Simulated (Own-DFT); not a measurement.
Simulation results for GaP (zincblende, strained, atoms displaced), SiC (4H silicon carbide, strained, atoms displaced), SiC (2H silicon carbide, atoms displaced)

A calculation, not a measurement: plane-wave PBE density functional theory by an unreviewed code, no spin, of a simulated periodic cell, stress positive in tension, free energy of the whole cell less one offset for each atom, forces on such cells passed a denser k mesh, this cell's mesh not checked; offsets are fitted by least squares, one for each functional and potential file, so energies compare only between cells with the same atoms and settings and are not formation energies; the far tail of each file's local potential was reset to the Coulomb form; each entry is a single point on an unrelaxed cell, so the pressure reflects the starting lattice, mostly measured values (interpolated for alloys), from which strain is counted, and rises with the displacements; printed positions are rounded, which can move forces by about a meV/angstrom; the program, named Own-DFT, is a retired in-house code; no spin-orbit coupling. Program: Own-DFT development build.

Common to all runs: functional PBE; potential files PseudoDojo norm-conserving, scalar-relativistic, standard set; wave cutoff 42 hartree; occupations Fermi-Dirac; smearing width 0.1 eV.

```json
{"entry": 1, "formula": "GaP", "kind": "zincblende, strained, atoms displaced", "structure": {"cell_angstrom": [[10.862, 0.0, 0.0], [0.0, 10.862, 0.0], [0.0, 0.0, 10.9439]], "atoms_fractional": [["Ga", 0.99244, 0.99887, 0.00033], ["Ga", 0.99414, 0.24835, 0.24816], ["Ga", 0.24903, 0.99775, 0.24827], ["Ga", 0.24794, 0.24656, 0.99647], ["P", 0.1241, 0.12214, 0.12366], ["P", 0.12612, 0.3834, 0.37851], ["P", 0.37814, 0.1268, 0.37366], ["P", 0.37695, 0.3797, 0.13025], ["Ga", 0.99748, 0.99702, 0.50064], ["Ga", 0.00356, 0.24605, 0.75211], ["Ga", 0.24873, 0.00032, 0.75227], ["Ga", 0.24731, 0.24929, 0.50406], ["P", 0.12848, 0.12049, 0.62467], ["P", 0.12367, 0.37684, 0.87459], ["P", 0.37999, 0.12637, 0.87104], ["P", 0.38158, 0.37135, 0.62955], ["Ga", 0.99612, 0.49938, 0.00609], ["Ga", 0.00197, 0.75027, 0.24992], ["Ga", 0.24443, 0.50249, 0.24739], ["Ga", 0.24334, 0.75185, 0.9999], ["P", 0.12611, 0.62457, 0.12641], ["P", 0.12333, 0.8793, 0.37326], ["P", 0.37568, 0.62482, 0.37706], ["P", 0.37302, 0.87158, 0.12621], ["Ga", 0.00046, 0.49894, 0.50242], ["Ga", 0.00111, 0.74632, 0.75103], ["Ga", 0.25006, 0.496, 0.746], ["Ga", 0.24474, 0.75226, 0.49827], ["P", 0.12673, 0.62755, 0.62113], ["P", 0.12457, 0.87624, 0.8724], ["P", 0.37393, 0.62367, 0.87813], ["P", 0.37229, 0.87334, 0.62034], ["Ga", 0.50324, 0.00121, 0.00207], ["Ga", 0.50178, 0.24842, 0.24726], ["Ga", 0.75463, 0.00065, 0.24687], ["Ga", 0.75561, 0.24953, 0.00269], ["P", 0.62665, 0.12839, 0.12681], ["P", 0.62327, 0.37156, 0.37774], ["P", 0.87579, 0.12383, 0.3734], ["P", 0.87671, 0.37305, 0.12444], ["Ga", 0.49304, 0.00207, 0.50175], ["Ga", 0.49909, 0.25108, 0.75066], ["Ga", 0.74733, 0.99986, 0.74855], ["Ga", 0.75202, 0.25191, 0.5015], ["P", 0.62474, 0.12446, 0.62892], ["P", 0.62106, 0.37595, 0.87405], ["P", 0.87787, 0.12574, 0.87416], ["P", 0.87435, 0.37351, 0.6261], ["Ga", 0.50039, 0.50036, 0.00363], ["Ga", 0.50263, 0.74823, 0.25081], ["Ga", 0.75503, 0.49911, 0.25124], ["Ga", 0.74729, 0.75191, 0.99572], ["P", 0.62235, 0.62211, 0.13057], ["P", 0.62503, 0.87277, 0.37128], ["P", 0.87411, 0.62592, 0.37899], ["P", 0.87534, 0.87088, 0.12278], ["Ga", 0.50032, 0.49748, 0.49939], ["Ga", 0.50046, 0.75182, 0.75055], ["Ga", 0.75524, 0.50226, 0.75094], ["Ga", 0.74996, 0.74997, 0.50001], ["P", 0.6255, 0.6277, 0.62556], ["P", 0.6257, 0.87563, 0.87128], ["P", 0.87405, 0.62305, 0.87232], ["P", 0.87398, 0.87085, 0.62656]]}, "settings": {"k_mesh": "3 x 3 x 3 centred on Gamma"}, "results": {"free_energy_of_cell_above_offsets [eV]": "-35.092", "pressure [GPa]": 3.11, "stress_xx [GPa]": -3.25, "stress_yy [GPa]": -3.32, "stress_zz [GPa]": -2.76, "stress_yz [GPa]": 0.33, "stress_xz [GPa]": 0.03, "stress_xy [GPa]": -0.06, "force_element": ["Ga", "Ga", "Ga", "Ga", "P", "P", "P", "P", "Ga", "Ga", "Ga", "Ga", "P", "P", "P", "P", "Ga", "Ga", "Ga", "Ga", "P", "P", "P", "P", "Ga", "Ga", "Ga", "Ga", "P", "P", "P", "P", "Ga", "Ga", "Ga", "Ga", "P", "P", "P", "P", "Ga", "Ga", "Ga", "Ga", "P", "P", "P", "P", "Ga", "Ga", "Ga", "Ga", "P", "P", "P", "P", "Ga", "Ga", "Ga", "Ga", "P", "P", "P", "P"], "force_x [eV/angstrom]": [0.752, 1.157, 0.374, 0.467, -0.195, -0.292, -0.786, -0.589, 0.008, 0.028, 0.673, 0.554, -0.667, -0.048, -0.532, -0.877, 0.451, -0.233, 0.94, 0.598, -0.641, -0.047, -0.382, 0.327, -0.297, 0.13, 0.202, 0.492, -0.214, -0.491, -0.144, -0.07, -0.292, -0.23, -0.493, -0.756, 0.337, 0.473, -0.169, -0.331, 0.86, 0.694, 0.542, -0.322, -0.099, 0.861, -0.608, 0.499, -0.079, -0.522, -0.51, -0.125, 0.817, 0.144, 0.427, -0.196, 0.034, -0.498, -0.981, -0.36, -0.002, -0.25, 0.394, 0.097], "force_y [eV/angstrom]": [-0.072, 0.175, 0.432, 0.437, 0.176, -1.241, 0.0, -0.765, 0.16, 0.335, -0.214, 0.323, 0.194, -0.029, -0.446, 0.371, 0.271, -0.171, -0.082, -0.157, 0.28, -0.365, 0.038, 0.189, 0.3, 0.156, 0.469, -0.073, -0.472, -0.005, 0.221, 0.105, -0.175, 0.429, -0.338, 0.144, -0.451, 0.228, 0.073, 0.25, -0.233, -0.233, 0.065, -0.468, 0.16, 0.032, -0.254, -0.048, 0.0, 0.017, -0.086, -0.598, 0.196, 0.75, -0.116, 0.026, 0.314, -0.32, -0.455, 0.141, -0.445, 0.207, 0.308, 0.339], "force_z [eV/angstrom]": [-0.133, 0.437, 0.142, 0.344, 0.013, -0.425, -0.078, -0.56, 0.139, -0.422, -0.246, -0.476, 0.019, 0.181, 0.649, -0.817, -0.702, 0.256, 0.649, -0.216, -0.37, 0.062, -0.196, -0.26, 0.102, -0.176, 0.268, -0.416, 0.55, 0.392, -0.308, 0.754, -0.076, 0.399, 0.203, -0.729, -0.355, -0.441, 0.479, 0.336, -0.265, 0.148, 0.087, -0.066, -0.64, 0.386, -0.044, 0.223, -0.231, 0.148, 0.298, 0.389, -0.699, 0.5, -0.379, 0.092, 0.278, -0.14, -0.339, -0.092, -0.005, 0.486, 0.87, 0.023]}}
{"entry": 2, "formula": "SiC", "kind": "4H silicon carbide, strained, atoms displaced", "structure": {"cell_angstrom": [[9.2791, -0.1341, -0.0351], [-4.7557, 8.0684, 0.024], [-0.0383, 0.0081, 10.0465]], "atoms_fractional": [["Si", 0.00375, 0.00398, 0.39836], ["Si", 0.12103, 0.23599, 0.14708], ["C", 0.00015, 0.00544, 0.08822], ["C", 0.11055, 0.22162, 0.34776], ["Si", 0.00281, 0.33698, 0.407], ["Si", 0.11177, 0.56124, 0.14917], ["C", 0.00323, 0.33564, 0.09049], ["C", 0.1149, 0.5564, 0.34431], ["Si", 0.99818, 0.67567, 0.40613], ["Si", 0.11132, 0.8859, 0.16505], ["C", 0.00414, 0.66805, 0.09581], ["C", 0.10451, 0.88435, 0.33949], ["Si", 0.33516, 0.00122, 0.41218], ["Si", 0.44345, 0.22024, 0.15076], ["C", 0.33293, 0.99121, 0.08691], ["C", 0.44189, 0.21173, 0.33399], ["Si", 0.34493, 0.33476, 0.39996], ["Si", 0.45093, 0.5521, 0.15168], ["C", 0.33038, 0.33185, 0.09656], ["C", 0.44347, 0.54956, 0.34312], ["Si", 0.33483, 0.65473, 0.40501], ["Si", 0.4382, 0.87569, 0.1616], ["C", 0.33103, 0.66608, 0.10133], ["C", 0.4529, 0.89732, 0.34483], ["Si", 0.66249, 0.01332, 0.4047], ["Si", 0.77574, 0.22623, 0.16056], ["C", 0.67062, 0.00419, 0.08948], ["C", 0.78376, 0.21994, 0.329], ["Si", 0.6588, 0.33247, 0.40424], ["Si", 0.78731, 0.56759, 0.15215], ["C", 0.67393, 0.33191, 0.09879], ["C", 0.76634, 0.55883, 0.33597], ["Si", 0.67099, 0.66411, 0.40752], ["Si", 0.78228, 0.89652, 0.15271], ["C", 0.66672, 0.66923, 0.09399], ["C", 0.77891, 0.8903, 0.32965], ["Si", 0.99741, 0.9964, 0.89753], ["Si", 0.89218, 0.77434, 0.64932], ["C", 0.00832, 0.00331, 0.60194], ["C", 0.89133, 0.78094, 0.84832], ["Si", 0.98648, 0.67559, 0.91098], ["Si", 0.89123, 0.44844, 0.65432], ["C", 0.99838, 0.66265, 0.60327], ["C", 0.89836, 0.44955, 0.84234], ["Si", 0.99463, 0.32214, 0.90163], ["Si", 0.88361, 0.11461, 0.66491], ["C", 0.99409, 0.33067, 0.5942], ["C", 0.8824, 0.11238, 0.84286], ["Si", 0.67383, 0.99532, 0.91396], ["Si", 0.55556, 0.78595, 0.64729], ["C", 0.6677, 0.99971, 0.59395], ["C", 0.56561, 0.78172, 0.84272], ["Si", 0.66442, 0.66834, 0.90044], ["Si", 0.54646, 0.44181, 0.65095], ["C", 0.67109, 0.6708, 0.5965], ["C", 0.55493, 0.43736, 0.84259], ["Si", 0.65865, 0.32615, 0.90688], ["Si", 0.56294, 0.11661, 0.65761], ["C", 0.65399, 0.32161, 0.59372], ["C", 0.54951, 0.10819, 0.84051], ["Si", 0.33141, 0.00721, 0.9006], ["Si", 0.22489, 0.78282, 0.65098], ["C", 0.33215, 0.99556, 0.58874], ["C", 0.22039, 0.78179, 0.84799], ["Si", 0.3218, 0.66549, 0.91249], ["Si", 0.21456, 0.44949, 0.65573], ["C", 0.32575, 0.67048, 0.59998], ["C", 0.21608, 0.43852, 0.84183], ["Si", 0.32933, 0.33002, 0.90598], ["Si", 0.22553, 0.12603, 0.66147], ["C", 0.34514, 0.3328, 0.59288], ["C", 0.22534, 0.11295, 0.84733]]}, "settings": {"hardware": "one NVIDIA H100", "k_mesh": "4 x 4 x 3 centred on Gamma"}, "results": {"free_energy_of_cell_above_offsets [eV]": "-4.862", "pressure [GPa]": 5.78, "stress_xx [GPa]": -3.25, "stress_yy [GPa]": -6.66, "stress_zz [GPa]": -7.41, "stress_yz [GPa]": 1.06, "stress_xz [GPa]": -1.66, "stress_xy [GPa]": -6.19, "force_element": ["Si", "Si", "C", "C", "Si", "Si", "C", "C", "Si", "Si", "C", "C", "Si", "Si", "C", "C", "Si", "Si", "C", "C", "Si", "Si", "C", "C", "Si", "Si", "C", "C", "Si", "Si", "C", "C", "Si", "Si", "C", "C", "Si", "Si", "C", "C", "Si", "Si", "C", "C", "Si", "Si", "C", "C", "Si", "Si", "C", "C", "Si", "Si", "C", "C", "Si", "Si", "C", "C", "Si", "Si", "C", "C", "Si", "Si", "C", "C", "Si", "Si", "C", "C"], "force_x [eV/angstrom]": [-1.035, -2.413, 1.232, 0.776, 0.163, 0.169, -0.677, -1.44, 0.771, -0.223, -0.852, 0.804, -0.187, 0.755, -0.623, -0.748, -1.437, -1.496, 2.437, 0.656, -0.964, 0.402, 1.51, -1.954, 3.454, 1.869, -0.662, -1.213, 1.489, -1.276, -2.271, 2.7, -1.892, -0.347, 0.927, -0.48, -0.195, -0.277, -1.737, -1.909, 4.444, -0.747, -0.309, -1.678, -0.879, 1.477, -0.162, 1.714, -2.786, 0.701, -0.603, -2.076, 0.527, 3.669, -0.936, -0.949, 1.914, -0.985, 0.869, 1.442, 1.525, -0.754, -0.351, -0.579, 1.338, 1.673, 1.934, 0.696, 0.281, 1.599, -4.41, -1.406], "force_y [eV/angstrom]": [-0.637, -2.777, -0.045, 1.504, -0.912, -2.002, 0.341, 0.484, -2.585, 1.421, 0.753, 1.61, -0.916, -1.003, 0.919, 1.034, -1.739, 0.633, 0.98, 0.9, 2.056, 3.397, -1.235, -2.314, -1.209, -0.925, -0.62, 1.624, 0.035, -1.942, 1.435, -1.027, 1.979, -0.247, 0.303, -0.047, 1.409, 1.373, -0.179, -0.324, -1.891, -1.781, 1.253, -0.622, 2.829, -0.961, 0.413, -1.145, 0.161, -1.624, 1.643, -0.682, -1.004, 1.537, -0.66, 1.083, 0.797, -2.528, 3.258, 0.105, -2.109, -0.26, 1.786, -0.183, 0.545, -0.604, -0.748, 0.55, 1.13, -2.408, 0.274, 0.338], "force_z [eV/angstrom]": [1.328, 2.308, 0.099, -1.15, -0.826, 1.63, -0.157, -0.333, 0.404, -3.948, -0.213, 2.522, -2.3, -0.305, 1.475, 1.438, 0.721, 1.054, -1.676, -0.104, 0.466, -1.24, -1.374, 0.33, -0.1, -4.107, 2.161, 5.584, -0.745, 0.116, -1.42, 1.524, -0.74, -1.101, -1.416, 3.949, 1.708, 2.077, -1.491, -2.06, -0.719, 1.073, -2.923, 0.599, 1.282, -2.421, -0.344, 0.499, -1.861, 2.179, -0.985, -0.428, 0.848, 2.134, -1.077, 0.092, -0.178, 0.062, -1.272, 0.809, 0.985, 2.361, 1.876, -0.923, -1.252, 0.221, -1.927, 0.607, -0.029, -0.722, -1.799, -0.857], "wall_time [s]": 373.2}}
{"entry": 3, "formula": "SiC", "kind": "2H silicon carbide, atoms displaced", "structure": {"cell_angstrom": [[6.1654, 0.0, 0.0], [-3.0827, 5.3394, 0.0], [0.0, 0.0, 10.0681]], "atoms_fractional": [["Si", 0.99792, 0.9926, 0.996], ["Si", 0.16614, 0.34332, 0.25001], ["C", 0.00673, 0.00305, 0.18657], ["C", 0.16188, 0.33294, 0.43997], ["Si", 0.00558, 0.00399, 0.4996], ["Si", 0.16354, 0.32556, 0.74558], ["C", 0.00507, 0.00618, 0.69042], ["C", 0.1687, 0.33212, 0.94242], ["Si", 0.99884, 0.49983, 0.0021], ["Si", 0.17136, 0.83822, 0.25114], ["C", 0.00078, 0.50041, 0.18599], ["C", 0.17316, 0.84096, 0.43659], ["Si", 0.99987, 0.49786, 0.50336], ["Si", 0.16721, 0.83693, 0.75019], ["C", 0.00704, 0.50118, 0.68936], ["C", 0.16756, 0.82976, 0.93886], ["Si", 0.49346, 0.99736, 0.99475], ["Si", 0.66158, 0.32449, 0.25071], ["C", 0.49137, 0.00067, 0.19201], ["C", 0.66878, 0.33247, 0.43815], ["Si", 0.49863, 0.00356, 0.49838], ["Si", 0.66592, 0.32603, 0.74363], ["C", 0.48324, 0.00041, 0.69406], ["C", 0.66563, 0.33125, 0.93378], ["Si", 0.50355, 0.50176, 0.00179], ["Si", 0.67084, 0.83504, 0.25011], ["C", 0.49521, 0.4977, 0.18361], ["C", 0.67046, 0.83637, 0.43528], ["Si", 0.49898, 0.49182, 0.49808], ["Si", 0.6663, 0.83781, 0.75175], ["C", 0.50057, 0.49461, 0.68461], ["C", 0.67162, 0.8359, 0.93937]]}, "settings": {"hardware": "one NVIDIA H100", "k_mesh": "5 x 5 x 3 centred on Gamma"}, "results": {"free_energy_of_cell_above_offsets [eV]": "-4.627", "pressure [GPa]": 3.9, "stress_xx [GPa]": -3.49, "stress_yy [GPa]": -3.36, "stress_zz [GPa]": -4.85, "stress_yz [GPa]": -0.2, "stress_xz [GPa]": -0.02, "stress_xy [GPa]": -0.87, "force_element": ["Si", "Si", "C", "C", "Si", "Si", "C", "C", "Si", "Si", "C", "C", "Si", "Si", "C", "C", "Si", "Si", "C", "C", "Si", "Si", "C", "C", "Si", "Si", "C", "C", "Si", "Si", "C", "C"], "force_x [eV/angstrom]": [0.354, 0.704, -0.749, 0.613, -0.567, 0.628, -0.769, -0.193, 0.275, -1.077, -0.912, -0.426, -0.017, -0.971, -0.784, -0.59, 0.868, -0.12, 1.735, 0.041, 0.771, -0.307, 2.722, 0.094, -0.212, -0.134, 0.69, -0.107, -0.533, -0.046, -0.191, -0.791], "force_y [eV/angstrom]": [1.333, -1.271, -0.028, 0.364, -0.602, 1.796, -1.531, -0.005, -0.763, -0.696, 0.307, -0.999, 0.935, -1.234, -0.19, -0.286, 0.699, 1.376, -0.383, 0.166, -0.719, 1.526, -0.281, 0.267, -0.583, 0.001, 0.515, -0.466, 1.339, -0.879, 0.789, -0.501], "force_z [eV/angstrom]": [1.214, -0.327, 0.19, -0.601, -0.042, 1.854, -0.917, -1.289, -0.89, -0.316, 0.963, 0.659, -0.548, 0.805, -0.358, -0.639, 1.359, -0.525, -1.428, -0.004, 0.558, 1.395, -1.955, 0.406, -1.134, -0.761, 1.745, 1.11, 0.017, -0.509, 0.368, -0.399], "wall_time [s]": 121.7}}
```
